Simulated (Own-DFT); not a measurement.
# One trend across several semiconductors

Calculated, not measured: single-point runs of Own-DFT, a retired in-house plane-wave DFT program that no person has reviewed, on unrelaxed cells, without spin or spin-orbit coupling.

Known weak points (not all hold for every row): forces on such cells moved up to 12 meV/angstrom on a denser k mesh; forces not confirmed at this smearing and k mesh; k mesh not checked against a denser one; forces on such cells passed a denser k mesh, each cell not checked; stress not checked against mesh or cutoff.

All runs are PBE with PseudoDojo norm-conserving files; cutoff and k mesh are each material's own. Every cell starts from measured lattice constants and was given uniform random strains and small random moves of its atoms. Each triple is the change of volume in per cent, the rms move u in Å and the pressure in GPa.

- 4H SiC (C36Si36), 10.36 Å³/atom unstrained: (-3.67, 0.051, 14.21); (-2.89, 0.050, 12.69); (-2.74, 0.051, 11.86); (-1.70, 0.044, 9.05); (-0.16, 0.049, 5.83); (0.27, 0.053, 4.85); (2.54, 0.050, -0.23)
- wurtzite AlN (Al64N64), 10.45 Å³/atom unstrained: (-2.60, 0.051, 12.08); (-1.68, 0.051, 9.78); (0.71, 0.051, 4.67); (0.74, 0.047, 3.74); (1.11, 0.050, 3.78); (1.82, 0.049, 1.87); (2.68, 0.052, 0.63)
- wurtzite GaN (Ga36N36), 11.42 Å³/atom unstrained: (-2.12, 0.051, 12.24); (-1.34, 0.052, 10.82); (-1.06, 0.049, 10.38); (0.37, 0.052, 7.50); (0.59, 0.057, 6.75); (1.21, 0.049, 5.64); (3.25, 0.049, 1.43)
- diamond silicon (Si64), 20.02 Å³/atom unstrained: (-3.11, 0.051, 6.05); (-2.67, 0.048, 5.34); (-2.66, 0.052, 5.36); (-1.15, 0.052, 3.97); (-0.99, 0.047, 3.60); (-0.67, 0.051, 3.61); (1.04, 0.051, 1.62)
- zincblende GaP (Ga32P32), 20.24 Å³/atom unstrained: (-2.82, 0.047, 6.10); (-2.20, 0.054, 5.67); (-2.13, 0.051, 5.52); (-0.43, 0.049, 3.93); (0.02, 0.052, 3.50); (0.82, 0.048, 2.62); (2.75, 0.050, 1.09)
- zincblende InP (In48P48), 25.27 Å³/atom unstrained: withheld
- grey tin (Sn64), 34.15 Å³/atom unstrained: (-3.37, 0.048, 5.59); (-2.37, 0.053, 5.10); (-1.59, 0.051, 4.70); (-0.61, 0.051, 4.08); (-0.25, 0.052, 3.94); (0.55, 0.048, 3.42); (1.34, 0.053, 3.09)

## What the rows give

Fit a line to each set against the fractional change of volume; B is minus its slope, and u is nearly the same within a set. To take it to zero pressure, assume that B rises by 4 GPa for each GPa: B0 = B - 4 x (mean pressure). The bond length of an ideal tetrahedral crystal with the unstrained volume v is d = (√3/4)(8 v)^(1/3). Cohen's empirical rule reads B0 = (1971 - 220 L) d^(-3.5) GPa, with L = 0 for group IV crystals and SiC and 1 for III-V compounds.

| material | L | d (Å) | B (GPa) | mean P (GPa) | B0 (GPa) | rule (GPa) |
|---|---|---|---|---|---|---|
| 4H SiC (C36Si36) | 0 | 1.888 | 234 ± 5 | 8.3 | 201 ± 5 | 213 |
| wurtzite AlN (Al64N64) | 1 | 1.893 | 221 ± 9 | 5.2 | 200 ± 9 | 188 |
| wurtzite GaN (Ga36N36) | 1 | 1.950 | 203 ± 3 | 7.8 | 172 ± 3 | 169 |
| diamond silicon (Si64) | 0 | 2.352 | 102 ± 4 | 4.2 | 85 ± 4 | 99 |
| zincblende GaP (Ga32P32) | 1 | 2.360 | 93 ± 2 | 4.1 | 76 ± 2 | 87 |
| zincblende InP (In48P48) | 1 | 2.541 | ? | ? | ? | 67 |
| grey tin (Sn64) | 0 | 2.810 | 54 ± 1 | 4.3 | 37 ± 1 | 53 |

A line through ln[B0/(1971 - 220 L)] against ln d has a slope of -4.4 ± 0.2 and a scatter of 6 %. Against the rule, B0 stands at 94 % for 4H SiC, 107 % for wurtzite AlN, 102 % for wurtzite GaN, 86 % for diamond silicon, 88 % for zincblende GaP, 71 % for grey tin. PBE tends to make silicon and heavier crystals too soft, and the rule itself is only a guide.

## Check

Q: what B0 does the fitted trend give for zincblende InP (In48P48)?

The straight line predicts 53 GPa. Its own runs give B = 72 ± 1 GPa at a mean pressure of 3.4 GPa, so B0 = 59 GPa.
